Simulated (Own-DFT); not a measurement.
## Calculated data, Al32O47 (corundum with one vacancy, atoms displaced)

A calculation, not a measurement: plane-wave PBE density functional theory by an unreviewed code, no spin, of a simulated periodic cell, stress positive in tension, free energy of the whole cell less one offset for each atom, defect cell not probed for a lower state with spin; oxygen file: force components 24 meV/angstrom off all-electron in one glass; forces on such cells passed a denser k mesh, this cell's mesh not checked; offsets are fitted by least squares, one for each functional and potential file, so energies compare only between cells with the same atoms and settings and are not formation energies; the far tail of each file's local potential was reset to the Coulomb form; each entry is a single point on an unrelaxed cell, so the pressure reflects the starting lattice, mostly measured values, from which strain is counted, and rises with the displacements; printed positions are rounded, which can move forces by about a meV/angstrom; the program is a retired in-house code; no spin-orbit coupling; before rounding, a Quantum ESPRESSO 7.3.1 run of the same cell and cutoff gave forces within 1 meV/angstrom rms on each cell, which checks the program and not the settings. Program: Own-DFT development build.

### Al32O47 (corundum with one vacancy, atoms displaced)

```
cell vectors (Å)
   5.4940     0.0000     8.6604
  -2.7470     4.7579     8.6604
  -2.7470    -4.7579     8.6604
atoms (fractions of the cell vectors)
Al  0.17933  0.17483  0.17396
Al  0.32208  0.32833  0.31936
Al  0.42159  0.43172  0.42952
Al  0.07717  0.07501  0.06612
O   0.28006  0.47271  0.12996
O   0.46688  0.12146  0.28508
O   0.12862  0.28103  0.46722
O   0.22333  0.02294  0.37829
O   0.02691  0.37861  0.22186
O   0.36940  0.22153  0.03355
Al  0.17245  0.17253  0.68380
Al  0.31864  0.32482  0.82702
Al  0.43181  0.42188  0.92761
Al  0.06992  0.07429  0.57640
O   0.28392  0.46781  0.62303
O   0.47023  0.12887  0.77399
O   0.12487  0.28442  0.96591
O   0.22938  0.01987  0.87493
O   0.37596  0.22076  0.53189
Al  0.18237  0.67310  0.17140
Al  0.32120  0.82854  0.32634
Al  0.42028  0.93044  0.43363
Al  0.07912  0.57347  0.07199
O   0.27477  0.98109  0.12277
O   0.46990  0.62574  0.27843
O   0.12475  0.77643  0.47219
O   0.22182  0.52932  0.37457
O   0.02452  0.87407  0.22103
O   0.37543  0.72784  0.02394
Al  0.17782  0.66810  0.67713
Al  0.31898  0.82779  0.81974
Al  0.42565  0.92376  0.92700
Al  0.07074  0.57563  0.57658
O   0.27985  0.97548  0.62346
O   0.47870  0.62420  0.77922
O   0.12911  0.77981  0.96724
O   0.22307  0.53744  0.87025
O   0.02723  0.87626  0.72231
O   0.36858  0.72233  0.53241
Al  0.67764  0.17935  0.17266
Al  0.83198  0.32193  0.31861
Al  0.93305  0.42629  0.42129
Al  0.56996  0.06923  0.07407
O   0.78777  0.46977  0.11930
O   0.97060  0.12401  0.28002
O   0.61878  0.27397  0.48274
O   0.72286  0.02867  0.37613
O   0.52821  0.37814  0.22331
O   0.86673  0.22451  0.03276
Al  0.68243  0.17118  0.67908
Al  0.82310  0.32695  0.82442
Al  0.92648  0.42500  0.92518
Al  0.58007  0.07062  0.56588
O   0.78261  0.47047  0.62577
O   0.97210  0.12254  0.77871
O   0.62915  0.28265  0.96539
O   0.72972  0.02214  0.87701
O   0.52498  0.37950  0.72156
O   0.86413  0.22761  0.53312
Al  0.67118  0.68128  0.17671
Al  0.82231  0.82578  0.32182
Al  0.93157  0.92575  0.42516
Al  0.57886  0.57654  0.06804
O   0.77916  0.97249  0.12227
O   0.97208  0.62576  0.27550
O   0.62761  0.77839  0.47038
O   0.71930  0.52865  0.38069
O   0.52583  0.87244  0.22585
O   0.87426  0.72246  0.03486
Al  0.67850  0.67167  0.67915
Al  0.82117  0.82559  0.82735
Al  0.92697  0.93085  0.92097
Al  0.57502  0.57217  0.57969
O   0.77920  0.96840  0.62797
O   0.96913  0.63195  0.77729
O   0.62201  0.77056  0.97641
O   0.71373  0.52998  0.88085
O   0.53253  0.87935  0.71886
O   0.87553  0.72109  0.52939
```

- functional: PBE
- potential files: PseudoDojo norm-conserving, scalar-relativistic, standard set
- wave cutoff: 72 hartree
- occupations: Fermi-Dirac
- smearing width: 0.1 eV
- k mesh: 3 x 3 x 3 centred on Gamma
- free energy of cell above offsets: -56.059 eV
- pressure: 7.37 GPa
- stress xx: -7.4 GPa
- stress yy: -8.19 GPa
- stress zz: -6.52 GPa
- stress yz: -0.1 GPa
- stress xz: -0.15 GPa
- stress xy: -0.15 GPa

Force:
| element | x (eV/Å) | y (eV/Å) | z (eV/Å) |
| --- | --- | --- | --- |
| Al | -1.13 | -0.589 | -0.106 |
| Al | 0.42 | -1.819 | 1.759 |
| Al | 1.68 | -0.441 | -0.943 |
| Al | -0.692 | -0.931 | 0.01 |
| O | 0.758 | 1.324 | -1.597 |
| O | 0.606 | 1.498 | 0.299 |
| O | -0.65 | -0.842 | -0.621 |
| O | -0.91 | 0.782 | 0.09 |
| O | 0.987 | -0.523 | -0.411 |
| O | 0.822 | 0.798 | 0.707 |
| Al | 0.436 | 1.737 | 0.821 |
| Al | 1.813 | 0.631 | 0.18 |
| Al | -0.435 | 0.931 | -0.205 |
| Al | 0.188 | 0.449 | -0.222 |
| O | -2.038 | -0.221 | 0.54 |
| O | -0.386 | -1.481 | 0.785 |
| O | -0.404 | -0.841 | -0.425 |
| O | -1.452 | 0.664 | -0.039 |
| O | -0.573 | 0.318 | -0.903 |
| Al | -1.115 | 0.183 | 0.809 |
| Al | 0.524 | -0.655 | -0.465 |
| Al | 1.394 | -0.353 | -0.776 |
| Al | -1.045 | 0.459 | -0.137 |
| O | 0.456 | -0.531 | -0.373 |
| O | -0.057 | 0.413 | 0.502 |
| O | 0.314 | 0.102 | 0.262 |
| O | -0.284 | -0.08 | 0.077 |
| O | 0.497 | 0.576 | 0.717 |
| O | 0.095 | -0.756 | -0.232 |
| Al | -0.628 | 1.103 | 0.576 |
| Al | 1.383 | -0.637 | 1.032 |
| Al | 0.459 | 0.996 | 0.139 |
| Al | 0.43 | -0.34 | -0.776 |
| O | -0.83 | -0.325 | -0.184 |
| O | -0.606 | -0.028 | -0.552 |
| O | -0.459 | -0.387 | -0.389 |
| O | 0.237 | -1.46 | -0.081 |
| O | 0.279 | -0.071 | -0.07 |
| O | 0.71 | 0.041 | 0.785 |
| Al | -1.125 | -1.08 | -0.437 |
| Al | -2.202 | -0.304 | -0.125 |
| Al | -1.318 | 0.005 | -0.151 |
| Al | 0.214 | -0.476 | 1.287 |
| O | -0.896 | -0.262 | 0.222 |
| O | 0.642 | 0.567 | 0.317 |
| O | 1.288 | 1.435 | 0.38 |
| O | 0.947 | 0.728 | -0.835 |
| O | 0.419 | 0.016 | -0.615 |
| O | 1.869 | 0.522 | 0.788 |
| Al | -1.662 | 0.733 | -1.732 |
| Al | 0.652 | 0.11 | 0.159 |
| Al | -0.165 | 0.799 | -0.041 |
| Al | -1.642 | 0.005 | 1.381 |
| O | 0.146 | 0.047 | 0.08 |
| O | -0.102 | 0.815 | 0.666 |
| O | -0.601 | -1.229 | -0.591 |
| O | -1.341 | 0.541 | -0.594 |
| O | 0.076 | -1.215 | 0.167 |
| O | 2.252 | 0.122 | 1.041 |
| Al | 0.787 | -1.389 | 0.14 |
| Al | 0.348 | -0.177 | 0.362 |
| Al | -0.652 | -0.32 | -0.903 |
| Al | -1.421 | -1.452 | 0.108 |
| O | -0.588 | 0.253 | 0.101 |
| O | 0.306 | 0.101 | 0.333 |
| O | -0.689 | -0.24 | -0.266 |
| O | 0.462 | 0.63 | -0.539 |
| O | -0.224 | 0.682 | 0.084 |
| O | 0.106 | 0.445 | -0.696 |
| Al | -0.377 | 1.136 | 0.425 |
| Al | 0.423 | -0.233 | -0.219 |
| Al | 0.17 | -1.745 | -0.115 |
| Al | 0.073 | 0.9 | -0.632 |
| O | 0.211 | 0.168 | 0.311 |
| O | 0.625 | -0.919 | -0.486 |
| O | 0.325 | 1.119 | 1.47 |
| O | 1.722 | 0.411 | -0.294 |
| O | 0.228 | -0.933 | -1.005 |
| O | -0.083 | -0.016 | -0.126 |
